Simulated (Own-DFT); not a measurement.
# Biaxial strain at fixed height in wurtzite AlN, 72 atoms (Al36N36)

Everything here is calculated. The program is Own-DFT (plane waves, in-house, since retired, never reviewed by a person); positions were held fixed, and spin and spin-orbit coupling were off.

All runs used: PBE; PseudoDojo norm-conserving scalar-relativistic files; cutoff 42 hartree; 3 x 3 x 2 k mesh centred on Gamma; Fermi-Dirac smearing of 0.1 eV.

Caveats: forces on such cells moved up to 12 meV/angstrom on a denser k mesh; stress not checked against mesh or cutoff.

Unstrained cell vectors in Å: (9.336, 0.000, 0.000); (-4.668, 8.085, 0.000); (0.000, 0.000, 9.964). The unstrained cell has measured lattice constants (interpolated for alloys), not those of this functional. That, the random moves and any unrelaxed bonds set the pressure at no strain. Each run strains x and y alike by e, as a substrate would, and holds the height along z. Each atom got a random Gaussian move of width 0.05 Å along each axis. Stress is positive in tension.

| e (%) | u (Å) | (s_xx + s_yy)/2 (GPa) | s_zz (GPa) |
|---|---|---|---|
| -2.75 | 0.053 | -23.39 | -11.60 |
| -2.25 | 0.052 | -21.79 | -8.22 |
| -1.75 | 0.050 | -16.90 | -7.77 |
| -1.50 | 0.047 | -14.72 | -7.31 |
| -1.25 | 0.050 | -13.89 | -6.74 |
| -1.00 | 0.052 | -10.16 | -9.97 |
| -0.75 | 0.045 | -9.11 | -7.11 |
| -0.25 | 0.051 | -7.56 | -5.48 |
| 1.75 | 0.050 | ? | ? |
| 2.75 | 0.051 | 8.29 | -1.64 |

## Worked fit

With e as a fraction, the in-plane stress is -5.2 + 592 e - 3675 e² GPa (errors 23 and 1270, scatter 1.03), and s_zz is -5.8 + 156 e GPa (slope ± 30, scatter 1.37). At e = 0 the first slope is C11 + C12 and the second 2 C13, both with the ions held to the strained lattice and at the cell's own pressure. A free layer would change its height as e changes, and the in-plane slope would drop by 2 C13²/C33 to the biaxial modulus. At fixed height, a misfit of 1 % moves the in-plane stress by about 5.9 GPa and s_zz by 1.6 GPa.

## Test on the hidden row

The question: what are the two stresses at e = 1.75 %?

From the fit: 4.0 and -3.1 GPa. DFT gave 4.02 and -2.56 GPa.
